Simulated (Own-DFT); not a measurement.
# What a change of functional does to the pressure

All numbers below are calculated, not measured. The program, named Own-DFT, is a retired in-house plane-wave density functional code that no person has reviewed. Each row is one single-point run on a periodic cell that was not relaxed, without spin or spin-orbit coupling.

Known limits, some of them of some rows only: not probed for a lower state with spin; forces on such cells moved up to 12 meV/angstrom on a denser k mesh; forces on such cells passed a denser k mesh, each cell not checked; stress not checked against mesh or cutoff.

Each cell was run twice at the same cutoff, k mesh and smearing, with PBE and with PBEsol, on PseudoDojo norm-conserving files made for PBE. Atoms were moved at random from their sites; u is the rms move along one axis. Files made for PBEsol would give a somewhat different change.

| cell | atoms | volume (Å³/atom) | u (Å) | cutoff (hartree) | P with PBE (GPa) | P with PBEsol (GPa) | change (GPa) |
|---|---|---|---|---|---|---|---|
| diamond-structure SiGe in clusters (Ge48Si16) | 64 | 21.97 | 0.030 | 42 | 3.36 | 0.66 | -2.71 |
| diamond-structure SiGe in clusters (Ge48Si16) | 64 | 21.97 | 0.031 | 42 | 3.38 | 0.67 | -2.71 |
| diamond-structure SiGe in clusters (Ge48Si16) | 64 | 21.97 | 0.029 | 42 | 3.40 | ? | ? |
| diamond-structure SiGe in ordered layers (Ge48Si16) | 64 | 21.97 | 0.065 | 42 | 4.35 | 1.62 | -2.72 |
| diamond-structure SiGe in ordered layers (Ge48Si16) | 64 | 21.97 | 0.029 | 42 | 3.40 | 0.70 | -2.71 |
| diamond-structure SiGe in ordered layers (Ge48Si16) | 64 | 21.97 | 0.060 | 42 | 3.83 | 1.13 | -2.70 |
| diamond-structure SiGe with randomly placed atoms (Ge32Si32) | 64 | 21.31 | 0.031 | 42 | 2.87 | 0.57 | -2.30 |
| diamond-structure SiGe with randomly placed atoms (Ge32Si32) | 64 | 21.31 | 0.032 | 42 | 2.84 | 0.55 | -2.29 |
| diamond-structure SiGe with randomly placed atoms (Ge32Si32) | 64 | 21.31 | 0.029 | 42 | 2.80 | 0.51 | -2.29 |
| wurtzite AlGaN with randomly placed atoms (Al9Ga27N36) | 72 | 11.17 | 0.032 | 42 | 6.34 | 1.45 | -4.90 |
| wurtzite AlGaN with randomly placed atoms (Al9Ga27N36) | 72 | 11.17 | 0.028 | 42 | 6.10 | 1.21 | -4.89 |
| wurtzite AlGaN with randomly placed atoms (Al9Ga27N36) | 72 | 11.17 | 0.032 | 42 | 6.15 | 1.27 | -4.89 |

## Worked reading

Mean change of pressure by composition, in GPa: AlGa3N4, -4.89; Ge3Si, -2.71; GeSi, -2.29. At a fixed cell PBEsol gives the lower pressure, because it favours a smaller volume than PBE. Here the change varies more between materials than between cells of one material.

## Withheld value

Question: what PBEsol pressure should the Ge48Si16 cell with the blank give?

Adding the mean change of the cells with its composition, -2.71 GPa, to 3.40 gives 0.7 GPa. The calculation gave 0.69 GPa.
